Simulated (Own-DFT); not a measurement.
# Point defects and the pressure they add: zincblende GaAs

No measurement is shown. These are fixed-geometry runs of a retired plane-wave code named Own-DFT, which no person has reviewed; spin and spin-orbit coupling are neglected.

Method: PBE; PseudoDojo norm-conserving scalar-relativistic files; cutoff 42 hartree; 3 x 3 x 3 k mesh centred on Gamma; Fermi-Dirac smearing of 0.1 eV.

Limits (not all hold for every row): not probed for a lower state with spin; forces not confirmed at this smearing and k mesh; stress not checked against mesh or cutoff.

All runs share one cell, with vectors in Å (11.737, 0.000, 0.000); (0.000, 11.737, 0.000); (0.000, 0.000, 10.833) and a volume of 1492.4 Å³, strained against the parent crystal. u is the rms random offset of the atoms per axis. The defect's site can differ from row to row.

```
cell,formula,u (Å),P (GPa)
no defect,As32Ga32,0.0288,1.23
no defect,As32Ga32,0.0483,1.57
no defect,As32Ga32,0.0488,1.54
one As vacancy and one Ga vacancy,As31Ga31,0.0310,0.86
one As vacancy and one Ga vacancy,As31Ga31,0.0487,1.22
one As vacancy and one Ga vacancy,As31Ga31,0.0494,1.16
one In on a Ga site,As32Ga31In,0.0477,2.08
one In on a Ga site,As32Ga31In,0.0483,2.01
one In on a Ga site,As32Ga31In,0.0485,2.06
one Al on a Ga site,AlAs32Ga31,0.0271,?
one Al on a Ga site,AlAs32Ga31,0.0312,1.24
one Al on a Ga site,AlAs32Ga31,0.0482,1.53
one Al on a Ga site,AlAs32Ga31,0.0489,1.52
one P on an As site,As31Ga32P,0.0291,1.04
one P on an As site,As31Ga32P,0.0291,1.01
one P on an As site,As31Ga32P,0.0312,1.01
```

## Analysis

P = P0 + c u² + a shift for each defect gives P0 = 1.05 GPa, c = 215 ± 16 GPa/Å² and a scatter of 0.03 GPa. The shifts, and each times the cell's volume:

- one In on a Ga site: 0.50 ± 0.03 GPa, 4.7 eV
- one Al on a Ga site: -0.03 ± 0.03 GPa, -0.3 eV (not resolved)
- one P on an As site: -0.22 ± 0.03 GPa, -2.1 eV
- one As vacancy and one Ga vacancy: -0.38 ± 0.03 GPa, -3.5 eV

Against the defect-free cell, a freed cell would be larger where the shift is positive and smaller where it is negative (160.2 GPa Å³ is 1 eV). The atoms around the defects weren't relaxed, which would change these numbers.

## Test on the hidden row

The question: what pressure belongs in the blank (one Al on a Ga site, u = 0.0271 Å)?

The fit gives 1.18 ± 0.04 GPa. DFT gave 1.19 GPa.
